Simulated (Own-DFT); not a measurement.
# Response to strain: wurtzite GaN, 96 atoms (Ga48N48)

Calculated results; nothing here was measured. They come from Own-DFT, an in-house plane-wave density functional program, since retired, whose code no person has reviewed. Each row is one single-point run on a periodic cell that was not relaxed, without spin or spin-orbit coupling.

Settings of every run: PBE; PseudoDojo norm-conserving scalar-relativistic files (stringent for Ga); cutoff 96 hartree; 3 x 4 x 3 k mesh centred on Gamma; Gaussian smearing of 0.01 eV.

Known limits: forces on such cells passed a denser k mesh, each cell not checked; stress not checked against mesh or cutoff.

Unstrained cell vectors in Å: (12.756, 0.000, 0.000); (-4.784, 8.285, 0.000); (0.000, 0.000, 10.370). The unstrained cell has measured lattice constants (interpolated for alloys), not those of this functional. That, the random moves and any unrelaxed bonds set the pressure at no strain. Each run strains this cell uniformly, with the atoms carried along. Every atom was also moved at random, by a Gaussian of width 0.05 Å on each axis. Strain is the symmetric tensor, in per cent. Stress is positive in tension, and the pressure is minus a third of its trace.

```
run,e_xx (%),e_yy (%),e_zz (%),e_yz (%),e_xz (%),e_xy (%),s_xx (GPa),s_yy (GPa),s_zz (GPa),s_yz (GPa),s_xz (GPa),s_xy (GPa),P (GPa),E (meV/atom)
1,-0.02,0.41,1.19,1.41,-1.91,-1.31,-5.86,-3.88,-2.66,3.03,-4.43,-3.04,4.13,8.8
2,0.70,-0.97,1.96,-0.15,1.11,1.42,-4.93,-9.31,1.20,-0.18,2.38,4.56,4.35,13.6
3,1.54,0.50,-1.18,1.37,1.80,1.80,-0.83,-5.13,-11.33,3.21,3.60,5.80,5.76,16.6
4,-0.83,1.32,1.71,1.79,-1.65,-1.42,-7.34,-1.82,-0.22,3.64,-3.51,-3.81,3.13,10.3
5,1.17,1.46,-1.15,-1.13,0.57,0.06,-1.25,-1.14,-10.44,-1.72,1.34,0.84,4.28,6.6
6,-1.18,-0.49,1.74,0.46,0.10,1.64,-10.22,-11.68,-0.43,1.37,0.01,5.35,7.44,18.5
7,0.82,-1.79,0.89,1.38,-1.13,0.37,-5.18,-12.26,-4.65,2.11,-2.69,0.55,7.37,16.7
8,-1.12,1.43,-1.10,-1.23,0.28,1.25,-10.59,-4.48,-12.60,-3.64,0.45,3.50,9.22,27.1
9,1.15,0.27,0.54,1.75,1.63,-1.03,-2.62,-3.88,-4.38,3.77,3.39,-2.84,3.63,9.7
10,0.45,-0.31,0.82,1.58,-0.83,1.52,-3.15,-7.51,-5.24,3.14,-0.60,4.65,5.30,9.0
11,-1.37,-1.98,-0.27,-0.50,-1.11,0.99,-15.28,-18.06,-11.64,-2.37,-2.25,4.09,14.99,37.8
12,-0.53,1.19,0.22,-1.07,1.43,-1.25,-7.63,-1.37,-6.27,-2.34,2.11,-3.45,5.09,2.1
13,0.74,-0.21,0.10,0.24,-1.74,-0.53,-4.22,-6.37,-6.10,-0.24,-3.42,-1.51,5.56,0.0
14,-1.01,1.20,0.08,-0.44,1.47,-0.26,-8.51,-4.29,-6.76,-1.11,2.40,-0.91,6.52,11.9
15,-1.60,-1.37,-1.91,-0.28,1.14,-1.68,-19.66,-18.13,-18.69,-0.37,2.25,-6.06,18.82,76.0
16,0.73,-1.09,1.42,-0.54,-1.12,1.10,?,?,?,?,?,?,?,?
```

E is the free energy for each atom above the lowest run shown.

## Worked fit

Each stress component was fitted by least squares to a constant and the strains of the runs shown, as fractions, with shears doubled. Shear strains stay in the fit of a normal stress only where such slopes are resolved. The slopes, in GPa:

```
stress,at no strain,per e_xx,per e_yy,per e_zz,scatter
s_xx,-7.2,413 ± 27,155 ± 24,109 ± 24,1.06
s_yy,-7.6,163 ± 25,426 ± 22,96 ± 22,0.97
s_zz,-7.7,78 ± 15,77 ± 14,444 ± 14,0.60
```

Each shear stress against twice its own strain: yz 110 ± 9, xz 98 ± 5, xy 154 ± 7 GPa. These are stiffnesses along x, y and z of the frame in which the cell vectors are given, which need not be the crystal's axes. The atoms are held to the strained lattice; where symmetry lets them move under strain, relaxing them would lower some slopes. The table should be nearly symmetric about its diagonal, and what it lacks of that shows the noise. A ninth of its sum, 218 ± 5 GPa, estimates the bulk modulus near the mean pressure of these runs, 7.0 GPa, so it lies above the value at zero pressure.

## Withheld run

Question: what normal stresses and pressure should run 16 give?

The fit gives s_xx = -4.3, s_yy = -9.7, s_zz = -1.7 and P = 5.2 GPa. The calculation gave -5.14, -8.20, -2.61 and P = 5.32 GPa.
